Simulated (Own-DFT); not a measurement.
Simulation results for GaP (zincblende, atoms displaced)

Computed with Own-DFT development build. A calculation, not a measurement: plane-wave PBE density functional theory by an unreviewed code, no spin, of a simulated periodic cell, stress positive in tension, free energy of the whole cell less one offset for each atom, forces on such cells passed a denser k mesh, this cell's mesh not checked; offsets are fitted by least squares, one for each functional and potential file, so energies compare only between cells with the same atoms and settings and are not formation energies; the far tail of each file's local potential was reset to the Coulomb form; each entry is a single point on an unrelaxed cell, so the pressure reflects the starting lattice, mostly measured values (interpolated for alloys), from which strain is counted, and rises with the displacements; printed positions are rounded, which can move forces by about a meV/angstrom; the program, named Own-DFT, is a retired in-house code; no spin-orbit coupling; before rounding, a Quantum ESPRESSO 7.3.1 run of the same cell and cutoff gave forces within 1 meV/angstrom rms on each cell, which checks the program and not the settings.

```xyz
96
Lattice="16.3515 0.0000 0.0000 0.0000 10.9010 0.0000 0.0000 0.0000 10.9010" Properties=species:S:1:pos:R:3:force_x:R:1:force_y:R:1:force_z:R:1 formula=GaP functional=PBE potential_files=PseudoDojo_norm-conserving,scalar-relativistic,standard_set wave_cutoff=42 occupations=Fermi-Dirac smearing_width=0.1 k_mesh=2_x_3_x_3_centred_on_Gamma free_energy_of_cell_above_offsets=-39.374 pressure=4.61 stress_xx=-4.45 stress_yy=-4.95 stress_zz=-4.44 stress_yz=-0.49 stress_xz=0.18 stress_xy=0.61
Ga    16.3064     0.1522    10.8774       1.79     -2.265      1.728
Ga    16.3298     2.7476     2.8622     -0.175     -0.263     -1.049
Ga     2.9820    10.8949     2.6231     -3.662      0.817      0.956
Ga     2.6265     2.8398    10.8312      1.898     -2.725      3.141
P      1.3429     1.3609     1.4769      0.743      0.467     -0.757
P      1.3303     4.1479     4.0075      0.859      0.157       1.71
P      4.0097     1.1731     4.1107      1.507      2.924      0.396
P      4.1402     4.1275     1.2437     -1.317     -0.986      1.746
Ga    16.2972     0.0369     5.4423      1.047     -0.243      0.247
Ga    16.3226     2.8427     8.1411      1.019     -1.557      1.309
Ga     2.6949     0.0117     8.2988       1.43     -0.681     -0.492
Ga     2.8179     2.7147     5.4185     -0.839      0.147      0.707
P      1.4170     1.2645     7.0116     -1.282      1.769     -2.139
P      1.3998     4.0846     9.7581     -1.315      0.554     -4.862
P      3.9556     1.5512     9.5072      1.244     -1.016      0.023
P      4.1712     4.2084     6.8423     -1.457     -0.384     -0.281
Ga     0.0389     5.2515    10.8470     -2.081      2.621      1.716
Ga     0.0118     8.1087     2.7356      1.029     -0.183      0.386
Ga     2.8785     5.4434     2.8563     -2.273     -1.453     -2.801
Ga     2.8048     8.2843     0.0875     -0.908     -0.825     -0.409
P      1.3701     6.7472     1.2485       0.31      0.133      1.193
P      1.4496     9.6377     4.0193     -0.307     -1.162      0.576
P      4.1124     6.7653     3.9361      0.783      1.909      2.106
P      4.1056     9.5725     1.4551      2.125     -1.632     -2.596
Ga     0.1095     5.5146     5.6314     -0.995     -0.232     -2.233
Ga     0.1617     8.2130     8.2911     -2.043      0.395     -0.038
Ga     2.5322     5.5495     8.2857      0.468     -0.959     -0.839
Ga     2.7151     7.9778     5.5826      1.592      2.585     -2.434
P      1.3110     6.9548     6.8323     -0.187     -1.682      1.291
P      1.4508     9.5512     9.5627     -0.627      0.464      1.455
P      3.9236     6.8257     9.5004      1.657      0.576      1.351
P      4.0922     9.5257     6.7917     -0.123      -0.45      0.816
Ga     5.3733     0.0609    10.8197      0.527      0.276      0.292
Ga     5.4228     2.8677     2.7392      0.618     -0.961      0.698
Ga     8.0817     0.0314     2.6376      2.275     -2.936      2.669
Ga     8.1859     2.6439     0.0597      0.083      0.837      -0.61
P      6.9238     1.3039     1.4947      -3.09      2.621     -2.544
P      6.9435     4.2053     4.2612     -1.801     -0.088     -1.813
P      9.5243     1.2321     4.2293     -0.422      0.803     -1.611
P      9.6401     4.0938     1.4115     -0.343     -0.892     -0.117
Ga     5.4300    10.8582     5.4045       0.63     -0.239      0.746
Ga     5.4813     2.7498     8.1098      -0.07      0.342      0.738
Ga     8.0241    10.6930     8.1709      1.438      1.729     -0.195
Ga     7.9953     2.6386     5.3437      1.859     -0.902      1.779
P      6.8484     1.3078     6.9382     -0.986      0.012     -1.452
P      6.7878     4.1444     9.5332      0.307     -0.678       0.42
P      9.5968     1.3720     9.4228     -2.381     -1.286       0.95
P      9.5909     3.9628     6.9093     -0.581      0.288     -2.476
Ga     5.3952     5.4679     0.0818      1.172      1.023     -1.918
Ga     5.4720     7.9986     2.4974      0.196      1.233      1.472
Ga     8.2999     5.3754     2.7656     -0.547     -0.972      -0.14
Ga     8.2201     8.1034     0.2429     -1.176     -1.405       -3.3
P      6.9590     6.6736     1.4480     -1.149     -0.294     -0.855
P      6.6879     9.4777     4.0151      1.292     -0.506     -0.022
P      9.2317     6.7651     4.2153      4.026      -1.71     -2.541
P      9.5029     9.4586     1.2027      1.612      2.793      1.832
Ga     5.4026     5.5274     5.3749      0.447      0.108      0.709
Ga     5.4569     7.9945     8.1316     -1.433      2.532      1.812
Ga     8.2152     5.3303     8.0236     -1.195      0.549      0.808
Ga     8.4649     8.1704     5.4659     -4.887       1.37       0.93
P      6.6861     6.8258     6.8752      2.924     -1.291     -2.151
P      6.9256     9.5543     9.6270     -2.227     -1.933      1.196
P      9.4515     6.6716     9.4785      0.116      1.811      0.194
P      9.3898     9.5871     6.7361      2.609      0.876      1.557
Ga    10.8603     0.1357    10.8285      0.457     -1.078      0.037
Ga    10.9612     2.5878     2.7363     -0.929      0.833      1.293
Ga    13.6407    10.7200     2.6761     -0.318      0.942     -0.185
Ga    13.6296     2.6619     0.2056      0.753      1.078     -3.087
P     12.2616     1.4405     1.2931     -0.624     -2.684      1.488
P     12.1607     4.1557     4.2234      0.995     -1.189     -2.308
P     14.9724     1.3020     4.0110     -0.643       0.34      0.332
P     14.9278     4.0692     1.3766      2.281     -1.176     -0.497
Ga    10.9777    10.8877     5.4914     -0.458      0.982      1.391
Ga    10.8339     2.6488     8.1997      2.898      0.868     -0.336
Ga    13.6954    10.8361     8.1637     -0.073      0.292      0.449
Ga    13.5901     2.7456     5.3142      0.707     -0.366      0.441
P     12.4587     1.3660     6.8097      -1.49      0.095      0.351
P     12.3285     4.0882     9.5354     -0.208      0.088      0.129
P     15.0431     1.2904     9.6126     -1.897      2.155      -1.63
P     15.0972     4.0437     6.7230     -1.157      0.406     -0.326
Ga    10.8089     5.5687     0.0485      0.961     -1.068     -0.935
Ga    10.7838     8.1267     2.5702      0.095       0.31      1.785
Ga    13.6392     5.2448     2.6072     -1.472      2.126      2.467
Ga    13.5610     8.1715    10.8551      0.489     -0.455      0.584
P     12.2160     6.7343     1.4496      0.662       0.48     -0.704
P     12.0916     9.6828     4.0521       1.13      -2.47     -0.876
P     14.8923     6.8653     4.0731      0.675     -1.225       0.07
P     15.0740     9.4367     1.4031      -0.75       0.61     -1.494
Ga    10.8413     5.4584     5.4171     -1.668      0.003      0.697
Ga    10.8807     8.2902     8.1850     -1.195     -1.757     -0.925
Ga    13.6782     5.4802     7.9711     -0.505     -0.252       0.91
Ga    13.6056     8.1885     5.4835      -0.73      0.378     -1.054
P     12.1697     6.7933     6.6353      0.444      0.954      1.688
P     12.2173     9.5074     9.4675      0.711      1.176      1.004
P     15.0302     6.7504     9.5303     -0.063      0.139     -0.356
P     14.9533     9.5281     6.7713      1.168     -0.466      0.618
```

Units: wave_cutoff in hartree; smearing_width, free_energy_of_cell_above_offsets in eV; pressure, stress_xx, stress_yy, stress_zz, stress_yz, stress_xz, stress_xy in GPa; force_x, force_y, force_z in eV/Å.
